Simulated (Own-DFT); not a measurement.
Si$_{12}$O$_{23}$ (quartz with two neutral oxygen vacancies, atoms displaced) (calculated)

All values are calculated (Own-DFT development build). A calculation, not a measurement: plane-wave PBE and HSE06 DFT by an unreviewed code, no spin, of a simulated cell at Gamma alone, so results move with cell size and shape, stress positive in tension, energies less offsets, not probed for a lower state with spin; oxygen file: force components 24 meV/angstrom off all-electron in a glass; k mesh not checked against a denser one; forces and stress are PBE's, HSE06 gives the energy alone, and its difference from PBE has offsets of its own; offsets are fitted by least squares, one for each functional and potential file, so energies compare only between cells with the same atoms and settings and are not formation energies; the far tail of each file's local potential was reset to the Coulomb form; each entry is a single point on an unrelaxed cell, so the pressure reflects the starting lattice, mostly measured values (interpolated for alloys), from which strain is counted, and rises with the displacements; printed positions are rounded, which can move forces by about a meV/angstrom; the program, named Own-DFT, is a retired in-house code; no spin-orbit coupling.

Settings shared by all entries: first functional PBE; second functional HSE06; exact exchange share 0.25; screening 0.11 1/bohr; exchange divergence Gygi-Baldereschi; potential files PseudoDojo norm-conserving, scalar-relativistic, made for PBE, standard set; wave cutoff 48 hartree; occupations fixed; k mesh 1 x 1 x 1 centred on Gamma.

(1) Si$_{12}$O$_{23}$ (quartz with two neutral oxygen vacancies, atoms displaced)

```
cell vectors (Å)
   9.8268     0.0000     0.0000
  -4.9134     8.5103     0.0000
   0.0000     0.0000    10.8104
atoms (fractions of the cell vectors)
Si  0.23073  0.99216  0.00086
Si  0.99491  0.23379  0.33061
Si  0.26709  0.26192  0.16927
O   0.20234  0.13077  0.05931
O   0.42509  0.29397  0.22991
O   0.36362  0.06895  0.39174
O   0.07125  0.36395  0.43858
O   0.13360  0.20480  0.27092
O   0.29510  0.42635  0.10144
Si  0.23061  0.99810  0.50450
Si  0.99702  0.23141  0.83595
Si  0.26989  0.27010  0.66860
O   0.20420  0.12815  0.56047
O   0.42331  0.29628  0.72881
O   0.37423  0.07803  0.89212
O   0.07089  0.36657  0.93957
O   0.13657  0.20975  0.77384
O   0.29026  0.42530  0.60347
Si  0.23675  0.50032  0.00309
Si  0.99893  0.73494  0.33483
Si  0.26463  0.76443  0.17156
O   0.20719  0.63454  0.06174
O   0.42409  0.78799  0.23299
O   0.37128  0.57426  0.38734
O   0.07725  0.86720  0.44701
O   0.13720  0.71254  0.27161
O   0.28621  0.92580  0.10780
Si  0.23193  0.49526  0.50032
Si  0.00866  0.73314  0.83180
Si  0.26672  0.76356  0.66797
O   0.20883  0.63348  0.55908
O   0.42403  0.78891  0.72439
O   0.37371  0.57473  0.89585
O   0.07451  0.86465  0.93256
O   0.12714  0.70258  0.77597
O   0.29324  0.91931  0.61010
Si  0.73650  0.99709  0.99789
Si  0.49881  0.23795  0.33227
Si  0.76004  0.26493  0.16519
O   0.70891  0.13710  0.05856
O   0.92703  0.29290  0.22936
O   0.86116  0.06767  0.39276
O   0.58134  0.36815  0.43889
O   0.63074  0.20669  0.27697
O   0.79003  0.42168  0.11395
Si  0.72956  0.99428  0.50086
Si  0.49874  0.22677  0.83444
Si  0.76833  0.27034  0.66361
O   0.70638  0.12842  0.55713
O   0.92162  0.29139  0.72454
O   0.56815  0.36774  0.93543
O   0.64053  0.21429  0.76778
O   0.79302  0.42096  0.60725
Si  0.72903  0.49391  0.00373
Si  0.49983  0.72593  0.33093
Si  0.76728  0.76456  0.16709
O   0.71246  0.62809  0.06201
O   0.93029  0.79468  0.22382
O   0.86801  0.57037  0.39306
O   0.57232  0.87050  0.43845
O   0.63809  0.70633  0.27222
O   0.79684  0.93648  0.11203
Si  0.73868  0.49967  0.50586
Si  0.49630  0.73342  0.83767
Si  0.77492  0.76956  0.66299
O   0.71014  0.63656  0.55904
O   0.93126  0.79104  0.72733
O   0.86614  0.57467  0.89452
O   0.62879  0.70809  0.76926
O   0.79587  0.93047  0.60481
```

The calculation gives: PBE energy of cell above offsets -20.186 eV; HSE06 less PBE above offsets -0.038 eV; PBE pressure 8.22 GPa; PBE stress xx -9.45 GPa; PBE stress yy -8.17 GPa; PBE stress zz -7.04 GPa; PBE stress yz 1.4 GPa; PBE stress xz -1.94 GPa; PBE stress xy 1.76 GPa.

Force:
```csv
element,x (eV/Å),y (eV/Å),z (eV/Å)
Si,-0.803,2.705,-1.709
Si,1.985,-2.277,1.816
Si,-2.025,0.492,-2.249
O,0.673,-0.497,-0.381
O,0.361,1.108,-0.918
O,-0.28,0.576,0.373
O,-0.064,0.364,0.319
O,-1.284,-0.153,1.194
O,1.828,-1.578,2.384
Si,3.988,0.624,-0.346
Si,-1.439,-1.886,0.149
Si,-1.725,-2.016,-1.507
O,-1.308,2.651,1.833
O,3.135,-0.006,1.219
O,-2.234,-5.327,2.975
O,0.422,1.55,0.912
O,-0.579,-0.29,0.413
O,1.158,-0.135,1.034
Si,-1.526,-0.089,-1.942
Si,0.673,0.693,0.496
Si,1.544,0.898,-2.048
O,-0.023,0.092,-0.183
O,-0.732,0.848,-1.797
O,-1.961,-4.291,2.872
O,-2.165,-3.192,-2.116
O,-2.297,-1.077,2.531
O,1.83,-1.004,1.512
Si,-0.143,1.631,-2.263
Si,-6.665,-1.371,1.887
Si,-1.269,-1.924,0.164
O,-0.242,-0.472,-0.251
O,1.428,0.329,1.365
O,-1.181,-2.177,1.209
O,0.039,1.772,1.817
O,7.067,-1.056,-3.422
O,-1.388,2.613,-1.192
Si,-0.591,0.874,-3.133
Si,0.887,-1.974,2.41
Si,2.197,-2.796,3.058
O,-0.157,-1.211,-0.92
O,-2.697,0.838,-2.586
O,0.921,0.9,-0.948
O,-0.772,0.181,0.566
O,1.105,-0.247,-1.052
O,-1.659,3.555,-2.11
Si,0.677,1.248,-1.17
Si,1.07,5.01,-3.093
Si,1.399,-5.283,-0.454
O,-1.411,2.377,1.521
O,2.783,0.294,1.257
O,0.471,0.208,0.953
O,-2.175,-1.057,1.97
O,-0.989,4.2,-1.435
Si,2.437,-0.848,-2.488
Si,0.739,4.28,1.191
Si,-0.016,1.082,-1.37
O,-2.197,2.551,1.486
O,0.623,0.245,0.524
O,0.019,0.105,0.339
O,-0.856,-2.875,-1.496
O,-0.114,-0.612,0.49
O,1.126,-1.847,0.946
Si,-0.504,0.412,-2.035
Si,2.248,3.774,-0.584
Si,-2.028,0.171,2.182
O,0.206,-0.746,-0.634
O,-0.433,0.443,-0.82
O,-0.156,-0.722,0.665
O,1.553,0.277,-0.788
O,1.492,-0.94,1.404
```

(2) Si$_{12}$O$_{23}$ (quartz with two neutral oxygen vacancies, atoms displaced)

```
cell vectors (Å)
   9.8268     0.0000     0.0000
  -4.9134     8.5103     0.0000
   0.0000     0.0000    10.8104
atoms (fractions of the cell vectors)
Si  0.23141  0.99391  0.99780
Si  0.00060  0.23792  0.33595
Si  0.26586  0.26712  0.16080
O   0.21504  0.13527  0.06460
O   0.42360  0.29366  0.22477
O   0.07529  0.36633  0.44386
O   0.13150  0.20412  0.27571
O   0.28854  0.42571  0.11363
Si  0.23749  0.00156  0.49935
Si  0.98528  0.23003  0.83399
Si  0.26975  0.26440  0.66220
O   0.20814  0.13228  0.55596
O   0.42165  0.29094  0.72825
O   0.36324  0.07321  0.89208
O   0.07743  0.37101  0.94042
O   0.13149  0.20292  0.77494
O   0.29199  0.43137  0.60506
Si  0.23739  0.49870  0.99899
Si  0.99798  0.73560  0.33443
Si  0.26468  0.76451  0.16579
O   0.20782  0.63022  0.05511
O   0.42102  0.78554  0.22962
O   0.37285  0.57709  0.39291
O   0.07174  0.85966  0.44261
O   0.13784  0.70378  0.27264
O   0.29640  0.93043  0.10443
Si  0.23502  0.49767  0.49981
Si  0.99920  0.73695  0.83226
Si  0.26691  0.76689  0.67136
O   0.20682  0.63362  0.56338
O   0.42939  0.80249  0.72720
O   0.36188  0.56853  0.89089
O   0.07713  0.86721  0.94263
O   0.13585  0.71688  0.77730
O   0.28816  0.92226  0.61007
Si  0.73047  0.99664  0.00125
Si  0.49623  0.23137  0.33613
Si  0.76181  0.26449  0.16338
O   0.70933  0.12506  0.06134
O   0.92797  0.29615  0.22258
O   0.86701  0.07290  0.39410
O   0.58149  0.37310  0.44104
O   0.79413  0.42688  0.10735
Si  0.73385  0.99988  0.49925
Si  0.50294  0.24039  0.83656
Si  0.76480  0.26168  0.66861
O   0.70996  0.13352  0.55677
O   0.92562  0.29147  0.72831
O   0.86469  0.07057  0.89606
O   0.57307  0.37002  0.94493
O   0.63622  0.20279  0.77294
O   0.79579  0.43089  0.60780
Si  0.73132  0.49630  0.99824
Si  0.50229  0.73889  0.33397
Si  0.76650  0.76700  0.16788
O   0.70049  0.63198  0.05877
O   0.92612  0.79226  0.22336
O   0.86486  0.57588  0.39538
O   0.57639  0.87268  0.44032
O   0.64086  0.71376  0.27490
O   0.79713  0.92923  0.10397
Si  0.72952  0.50387  0.50172
Si  0.49778  0.73220  0.83360
Si  0.76644  0.76288  0.66537
O   0.70474  0.62958  0.56188
O   0.92640  0.78634  0.72920
O   0.86786  0.56865  0.88865
O   0.57369  0.86419  0.93955
O   0.63358  0.70813  0.77141
O   0.79187  0.92859  0.60876
```

It finds PBE energy of cell above offsets -20.993 eV; HSE06 less PBE above offsets 0.018 eV; PBE pressure 7.67 GPa; PBE stress xx -7.64 GPa; PBE stress yy -8.5 GPa; PBE stress zz -6.88 GPa; PBE stress yz -1.8 GPa; PBE stress xz -3.16 GPa; PBE stress xy -0.29 GPa.

Force:
```csv
element,x (eV/Å),y (eV/Å),z (eV/Å)
Si,0.953,3.615,1.422
Si,0.148,-0.663,-1.607
Si,-0.762,-1.145,4.078
O,-0.138,-2.39,-2.673
O,1.522,0.256,1.265
O,-1.148,-0.597,-0.419
O,0.531,0.383,-0.774
O,-0.68,2.421,-1.525
Si,2.162,-0.425,-1.828
Si,5.7,1.374,1.521
Si,-4.287,0.217,1.197
O,-1.207,1.113,0.519
O,2.611,0.795,0.815
O,0.947,0.983,-0.782
O,-1.475,-2.366,-1.329
O,-0.518,0.508,-0.739
O,2.542,-2.162,2.36
Si,-0.262,-0.621,1.128
Si,1.468,-1.152,-1.637
Si,0.158,-0.272,-1.732
O,-0.899,2.084,1.298
O,0.039,1.117,-1.114
O,-0.585,-1.184,0.912
O,0.179,1.586,0.826
O,-2.589,-0.073,1.464
O,1.18,-1.276,1.322
Si,-0.618,3.181,-1.008
Si,1.201,-1.178,2.989
Si,-0.806,-1.42,-0.972
O,0.2,-0.328,-0.239
O,1.87,-0.248,1.189
O,1.443,0.732,-1.206
O,-2.635,-2.609,-1.367
O,1.603,-0.683,-0.216
O,-0.538,1.917,-1.001
Si,2.24,-1.735,-1.119
Si,0.603,-1.025,-0.641
Si,-0.704,-1.272,2.597
O,-2.81,2.954,1.281
O,0.198,-0.173,0.896
O,0.236,0.169,-0.427
O,-2.485,-2.983,-1.764
O,-0.441,1.125,-1.053
Si,1.697,0.488,0.425
Si,0.167,-2.057,-0.916
Si,-0.59,1.889,-2.803
O,-1.154,1.477,1.043
O,-1.152,1.019,-1.74
O,-0.333,-0.882,-0.138
O,-1.768,-2.371,-1.552
O,-2.532,-0.141,2.089
O,0.166,-1.028,0.523
Si,2.128,3.742,1.321
Si,0.989,-0.314,0.399
Si,-0.344,-0.079,-2.022
O,0.501,-0.115,-0.034
O,1.606,0.314,0.614
O,-0.052,-0.173,-0.178
O,-1.37,-1.526,-0.873
O,-1.21,-0.374,1.211
O,0.656,-0.721,0.908
Si,5.222,-1.062,-0.076
Si,-0.223,0.347,-0.758
Si,-0.619,1.447,0.643
O,-2.357,2.571,1.105
O,-2.753,1.383,-2.839
O,-0.836,-0.446,0.998
O,-0.842,-0.633,0.052
O,0.015,-0.47,0.272
O,0.845,-0.833,0.416
```

(3) Si$_{12}$O$_{23}$ (quartz with two neutral oxygen vacancies, atoms displaced)

```
cell vectors (Å)
   9.8268     0.0000     0.0000
  -4.9134     8.5103     0.0000
   0.0000     0.0000    10.8104
atoms (fractions of the cell vectors)
Si  0.23310  0.99470  0.00356
Si  0.00127  0.23597  0.33450
Si  0.26502  0.26526  0.16887
O   0.20767  0.14079  0.05897
O   0.43008  0.29159  0.22638
O   0.37065  0.07695  0.39070
O   0.07404  0.36612  0.43904
O   0.13572  0.20588  0.27312
O   0.29834  0.42768  0.10677
Si  0.23421  0.99931  0.49831
Si  0.99142  0.23186  0.83125
Si  0.26600  0.26621  0.66628
O   0.21414  0.13640  0.56119
O   0.42721  0.29236  0.72751
O   0.35711  0.06966  0.89413
O   0.07488  0.36757  0.94108
O   0.13247  0.20409  0.76995
O   0.29458  0.43071  0.60725
Si  0.22807  0.50051  0.00241
Si  0.99704  0.73532  0.32970
Si  0.26619  0.76731  0.16653
O   0.21059  0.63314  0.06213
O   0.42690  0.79671  0.22825
O   0.36841  0.57311  0.39272
O   0.06946  0.86534  0.43960
O   0.13218  0.70564  0.27238
O   0.29965  0.92813  0.10495
Si  0.23541  0.49736  0.50276
Si  0.00188  0.73087  0.83841
Si  0.26333  0.76600  0.66851
O   0.21220  0.63166  0.55872
O   0.42988  0.79252  0.72861
O   0.35966  0.56876  0.89377
O   0.07154  0.86675  0.94314
O   0.13662  0.70826  0.77133
O   0.29912  0.93759  0.61022
Si  0.73529  0.99935  0.00368
Si  0.50049  0.22911  0.33520
Si  0.76963  0.27102  0.16393
O   0.71065  0.13737  0.06103
O   0.92434  0.29390  0.22685
O   0.86623  0.07511  0.39341
O   0.57184  0.36864  0.44306
O   0.63295  0.20522  0.26894
O   0.79325  0.42215  0.11441
Si  0.73322  0.99761  0.50423
Si  0.49824  0.23294  0.83183
Si  0.76715  0.26356  0.66467
O   0.92154  0.29403  0.72326
O   0.86567  0.07006  0.89654
O   0.57352  0.36884  0.94446
O   0.63432  0.20622  0.77622
O   0.79355  0.42828  0.60442
Si  0.73105  0.49283  0.00391
Si  0.49846  0.72883  0.33646
Si  0.75770  0.76533  0.16794
O   0.70607  0.63141  0.06208
O   0.92896  0.79305  0.22660
O   0.86286  0.57339  0.39604
O   0.63363  0.71321  0.27495
O   0.79665  0.92480  0.10579
Si  0.73989  0.50024  0.49804
Si  0.50672  0.73661  0.82913
Si  0.76699  0.76565  0.66502
O   0.70974  0.63178  0.55671
O   0.93037  0.79693  0.72624
O   0.86099  0.56864  0.89021
O   0.56860  0.86971  0.94117
O   0.62792  0.70733  0.76982
O   0.79496  0.92803  0.60954
```

The calculation gives: PBE energy of cell above offsets -20.993 eV; HSE06 less PBE above offsets 0.061 eV; PBE pressure 7.21 GPa; PBE stress xx -8.33 GPa; PBE stress yy -6.41 GPa; PBE stress zz -6.9 GPa; PBE stress yz 2.88 GPa; PBE stress xz 0.04 GPa; PBE stress xy 0.5 GPa.

Force:
```csv
element,x (eV/Å),y (eV/Å),z (eV/Å)
Si,-1.791,2.969,0.102
Si,-0.119,-0.499,-1.499
Si,1.622,1.055,-0.719
O,0.93,-2.516,-1.154
O,-0.406,0.083,-0.049
O,-1.613,-3.972,2.026
O,0.052,0.824,0.903
O,-1.509,-0.473,1.587
O,-0.93,0.818,-0.155
Si,0.264,0.319,-0.222
Si,2.409,0.76,0.615
Si,0.212,0.511,0.329
O,-0.55,-0.333,-1.059
O,-0.391,0.677,-0.625
O,1.363,1.185,-1.352
O,-1.936,-2.242,-1.458
O,-2.041,-0.031,1.049
O,1.473,-1.118,1.535
Si,4.29,-1.105,-0.487
Si,1.305,-1.138,1.946
Si,0.4,-0.698,0.759
O,-2.138,1.81,0.873
O,1.072,-0.12,0.792
O,-0.837,-2.413,1.134
O,0.39,0.49,0.364
O,-0.161,-0.097,0.171
O,0.232,0.147,0.735
Si,-0.169,0.178,-2.169
Si,-1.503,0.991,-1.515
Si,2.813,1.258,-2.164
O,-1.598,2.13,1.184
O,-2.318,0.706,-2.025
O,1.031,1.711,-1.086
O,-0.466,-1.204,-0.092
O,-1.607,-0.982,1.989
O,0.641,-1.677,0.32
Si,-1.463,-0.127,-0.596
Si,0.671,4.333,-1.4
Si,0.764,-5.134,2.981
O,0.144,-0.89,-1.001
O,2.061,0.29,0.89
O,0.034,-0.541,0.339
O,0.083,-1.071,-0.752
O,0.298,-0.295,0.574
O,-2.398,5.921,-3.263
Si,-2.847,0.704,-1.389
Si,-0.229,-0.317,2.142
Si,-3.442,-2.239,-2.933
O,3.783,0.809,2.092
O,0.402,0.377,-0.9
O,-1.19,-2.555,-1.628
O,0.537,-0.05,-0.351
O,1.443,-1.137,1.603
Si,1.002,2.038,0.569
Si,-1.336,4.585,0.777
Si,3.254,-0.954,-0.272
O,0.032,-0.107,0.093
O,-2.878,0.561,-2.202
O,2.617,1.81,-3.294
O,1.333,-1.021,-0.077
O,-0.296,1.195,-0.087
Si,-2.897,-1.397,1.023
Si,-4.709,-1.129,4.71
Si,0.631,-1.283,0.112
O,-0.999,1.549,1.204
O,0.691,-0.529,0.978
O,0.173,-0.555,0.834
O,0.746,-0.177,-0.056
O,4.809,-0.787,-1.932
O,0.764,0.12,0.628
```
